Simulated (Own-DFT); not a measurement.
Simulation results for InGa3As4 (zincblende random alloy, strained, atoms displaced)

All values are calculated (Own-DFT development build). A calculation, not a measurement: plane-wave density functional theory by an unreviewed code, no spin, of a simulated periodic cell, stress positive in tension, run twice, with PBE and with PBEsol, both on files made for PBE, so the change isn't that of files made for PBEsol, forces on such cells passed a denser k mesh, this cell's mesh not checked; the far tail of each file's local potential was reset to the Coulomb form; each entry is a single point on an unrelaxed cell, so the pressure reflects the starting lattice, mostly measured values (interpolated for alloys), from which strain is counted, and rises with the displacements; printed positions are rounded, which can move forces by about a meV/angstrom; the program, named Own-DFT, is a retired in-house code; no spin-orbit coupling; stress was not checked against mesh or cutoff.

Entry: InGa3As4 (zincblende random alloy, strained, atoms displaced)

```
CELL_PARAMETERS angstrom
11.29870 0.21780 -0.02340
0.21780 11.55530 -0.04850
-0.02340 -0.04850 11.38650
ATOMIC_POSITIONS crystal
Ga 0.00140 0.00666 0.99203
Ga 0.00145 0.25323 0.24801
Ga 0.24402 0.00768 0.25124
Ga 0.24979 0.25068 0.00282
As 0.12135 0.12036 0.13099
As 0.11587 0.37170 0.37878
As 0.36992 0.11876 0.37315
As 0.37767 0.37189 0.13441
Ga 0.99979 0.99868 0.50385
Ga 0.00058 0.25263 0.75027
Ga 0.24675 0.99425 0.75270
Ga 0.25108 0.24771 0.49397
As 0.12246 0.11858 0.62190
As 0.12632 0.37454 0.87376
As 0.36769 0.12774 0.87642
As 0.37484 0.38008 0.62917
Ga 0.99324 0.50390 0.01495
Ga 0.99741 0.74755 0.24218
Ga 0.25321 0.49660 0.24845
In 0.25252 0.74615 0.00904
As 0.12464 0.62576 0.12731
As 0.12904 0.86922 0.36927
As 0.37303 0.62797 0.37490
As 0.37978 0.87984 0.12781
Ga 0.00005 0.50173 0.50082
Ga 0.99722 0.74378 0.75365
Ga 0.25403 0.49864 0.74765
Ga 0.24828 0.74975 0.49800
As 0.12401 0.62983 0.63188
As 0.12983 0.87701 0.87679
As 0.37889 0.62450 0.88172
As 0.38342 0.87312 0.62210
In 0.50134 0.99976 0.00135
Ga 0.50300 0.25054 0.24480
Ga 0.74470 0.00664 0.25151
Ga 0.73867 0.24840 0.00504
As 0.62783 0.12170 0.12321
As 0.62460 0.38281 0.37467
As 0.87253 0.12067 0.37446
As 0.87549 0.37632 0.12046
Ga 0.50062 0.98921 0.49745
Ga 0.50169 0.24645 0.74132
Ga 0.74568 0.99447 0.74965
In 0.75036 0.24942 0.49944
As 0.63103 0.12527 0.63489
As 0.62603 0.37470 0.87185
As 0.86967 0.12642 0.86890
As 0.87026 0.37622 0.62799
Ga 0.49763 0.50536 0.99921
In 0.50103 0.75177 0.24718
In 0.74960 0.49922 0.24696
Ga 0.74109 0.73741 0.00007
As 0.62166 0.62514 0.12629
As 0.62636 0.87000 0.37402
As 0.87413 0.61970 0.37275
As 0.87670 0.87998 0.12935
In 0.49758 0.50016 0.49445
Ga 0.50101 0.74274 0.75133
In 0.75284 0.50700 0.74661
In 0.75811 0.74586 0.49827
As 0.63756 0.62363 0.62428
As 0.61986 0.87045 0.87162
As 0.87440 0.62713 0.88268
As 0.87341 0.87948 0.62737
```

* functional: PBE, then PBEsol
* potential files: PseudoDojo norm-conserving, scalar-relativistic, standard set
* wave cutoff: 42 hartree
* occupations: Fermi-Dirac
* smearing width: 0.1 eV
* k mesh: 3 x 3 x 3 centred on Gamma
* PBE pressure: 7.06 GPa
* PBE stress xx: -7.49 GPa
* PBE stress yy: -6.49 GPa
* PBE stress zz: -7.18 GPa
* PBE stress yz: -0.52 GPa
* PBE stress xz: -0.01 GPa
* PBE stress xy: 3.68 GPa
* PBEsol pressure: 3.89 GPa
* PBEsol stress xx: -4.35 GPa
* PBEsol stress yy: -3.3 GPa
* PBEsol stress zz: -4.02 GPa
* PBEsol stress yz: -0.51 GPa
* PBEsol stress xz: -0.01 GPa
* PBEsol stress xy: 3.53 GPa
* rms change of force components from PBE to PBEsol: 0.037 eV/Å

Force:
| force element | PBE force x (eV/Å) | PBE force y (eV/Å) | PBE force z (eV/Å) | PBEsol force x (eV/Å) | PBEsol force y (eV/Å) | PBEsol force z (eV/Å) |
| --- | --- | --- | --- | --- | --- | --- |
| Ga | -0.422 | -0.31 | 0.517 | -0.399 | -0.302 | 0.496 |
| Ga | -0.639 | -0.432 | 0.335 | -0.608 | -0.417 | 0.317 |
| Ga | 0.444 | -1.33 | 0.295 | 0.435 | -1.283 | 0.278 |
| Ga | -0.374 | 0.069 | 0.531 | -0.352 | 0.062 | 0.489 |
| As | -0.117 | 0.978 | -1.296 | -0.108 | 0.949 | -1.236 |
| As | 1.029 | 0.412 | -0.519 | 0.994 | 0.391 | -0.495 |
| As | 1.253 | 0.532 | -0.012 | 1.189 | 0.511 | -0.005 |
| As | -0.232 | 0.463 | -1.713 | -0.231 | 0.449 | -1.64 |
| Ga | 0.066 | -0.511 | -0.609 | 0.064 | -0.483 | -0.589 |
| Ga | -0.002 | -0.335 | -0.07 | -0.01 | -0.322 | -0.081 |
| Ga | 0.506 | 0.378 | -0.411 | 0.483 | 0.368 | -0.397 |
| Ga | -0.296 | 0.119 | 0.945 | -0.298 | 0.107 | 0.891 |
| As | 0.525 | 0.755 | 0.248 | 0.495 | 0.72 | 0.25 |
| As | -0.316 | 0.629 | 0.46 | -0.302 | 0.591 | 0.452 |
| As | 0.071 | 0.403 | -1.306 | 0.073 | 0.377 | -1.237 |
| As | -0.264 | -1.54 | -0.682 | -0.244 | -1.478 | -0.656 |
| Ga | 0.917 | -0.178 | -1.252 | 0.879 | -0.167 | -1.221 |
| Ga | -0.14 | 0.286 | 1.132 | -0.124 | 0.282 | 1.08 |
| Ga | -0.759 | 0.22 | 1.003 | -0.721 | 0.218 | 0.954 |
| In | -0.106 | 1.037 | 0.056 | -0.097 | 1.009 | 0.037 |
| As | -0.486 | -1.456 | 0.658 | -0.475 | -1.4 | 0.643 |
| As | -0.776 | 0.511 | 0.108 | -0.747 | 0.494 | 0.121 |
| As | -1.577 | 0.141 | -0.818 | -1.511 | 0.131 | -0.779 |
| As | -1.904 | 1.101 | 0.361 | -1.835 | 1.046 | 0.351 |
| Ga | -0.187 | -0.055 | 0.795 | -0.193 | -0.063 | 0.747 |
| Ga | -0.196 | 1.23 | 0.628 | -0.182 | 1.188 | 0.593 |
| Ga | -0.633 | 0.494 | 1.129 | -0.608 | 0.472 | 1.08 |
| Ga | 0.092 | 0.239 | 0.69 | 0.099 | 0.237 | 0.641 |
| As | 0.426 | -0.63 | -1 | 0.405 | -0.615 | -0.958 |
| As | -1.106 | -0.165 | -0.743 | -1.064 | -0.153 | -0.704 |
| As | 0.105 | -0.646 | -2.141 | 0.108 | -0.625 | -2.046 |
| As | -0.963 | -0.448 | 0.456 | -0.932 | -0.44 | 0.445 |
| In | -0.525 | 0.274 | -0.511 | -0.511 | 0.259 | -0.5 |
| Ga | 0.286 | -0.597 | 1.29 | 0.27 | -0.562 | 1.224 |
| Ga | 0.559 | -0.987 | 0.534 | 0.556 | -0.953 | 0.503 |
| Ga | 0.977 | 0.272 | -0.7 | 0.947 | 0.262 | -0.699 |
| As | 0.243 | 1.203 | 0.787 | 0.228 | 1.167 | 0.77 |
| As | -0.135 | -2.338 | -1.58 | -0.124 | -2.258 | -1.516 |
| As | 1.299 | -0.423 | -1.068 | 1.233 | -0.403 | -1.012 |
| As | 0.368 | -1.737 | -0.628 | 0.353 | -1.655 | -0.577 |
| Ga | 0.265 | 1.066 | 0.344 | 0.247 | 1.006 | 0.32 |
| Ga | -0.749 | 0.442 | 1.41 | -0.71 | 0.435 | 1.356 |
| Ga | 0.208 | -0.105 | 0.935 | 0.206 | -0.088 | 0.883 |
| In | -0.391 | 0.061 | 0.397 | -0.368 | 0.067 | 0.386 |
| As | -1.096 | -1.118 | -1.223 | -1.055 | -1.068 | -1.169 |
| As | -0.995 | -0.346 | 0.592 | -0.959 | -0.331 | 0.586 |
| As | -0.049 | 0.192 | 0.358 | -0.042 | 0.175 | 0.362 |
| As | 2.586 | -0.471 | -0.932 | 2.491 | -0.454 | -0.893 |
| Ga | 0.64 | -1.373 | 0.582 | 0.626 | -1.309 | 0.549 |
| In | -0.62 | -0.091 | 1.228 | -0.595 | -0.083 | 1.181 |
| In | 0.024 | -0.186 | 0.345 | 0.023 | -0.174 | 0.335 |
| Ga | 0.317 | 1.655 | 0.401 | 0.305 | 1.588 | 0.369 |
| As | 0.123 | -0.648 | -2.195 | 0.123 | -0.624 | -2.117 |
| As | 0.486 | 1.906 | -0.248 | 0.454 | 1.836 | -0.229 |
| As | 2.446 | 0.04 | -0.786 | 2.348 | 0.038 | -0.744 |
| As | -0.667 | -0.142 | -1.131 | -0.641 | -0.148 | -1.068 |
| In | -0.257 | 0.69 | 1.897 | -0.239 | 0.669 | 1.821 |
| Ga | 0.121 | 0.032 | -0.29 | 0.132 | 0.05 | -0.284 |
| In | 0.476 | -1.051 | 2.615 | 0.465 | -1.025 | 2.516 |
| In | -0.174 | 1.038 | 0.784 | -0.179 | 1 | 0.753 |
| As | -3.146 | 1.592 | -0.882 | -3.041 | 1.537 | -0.846 |
| As | 1.274 | -0.9 | -0.654 | 1.222 | -0.873 | -0.617 |
| As | 1.042 | 0.182 | 0.189 | 0.983 | 0.167 | 0.187 |
| As | 1.124 | -0.094 | 0.363 | 1.071 | -0.102 | 0.35 |
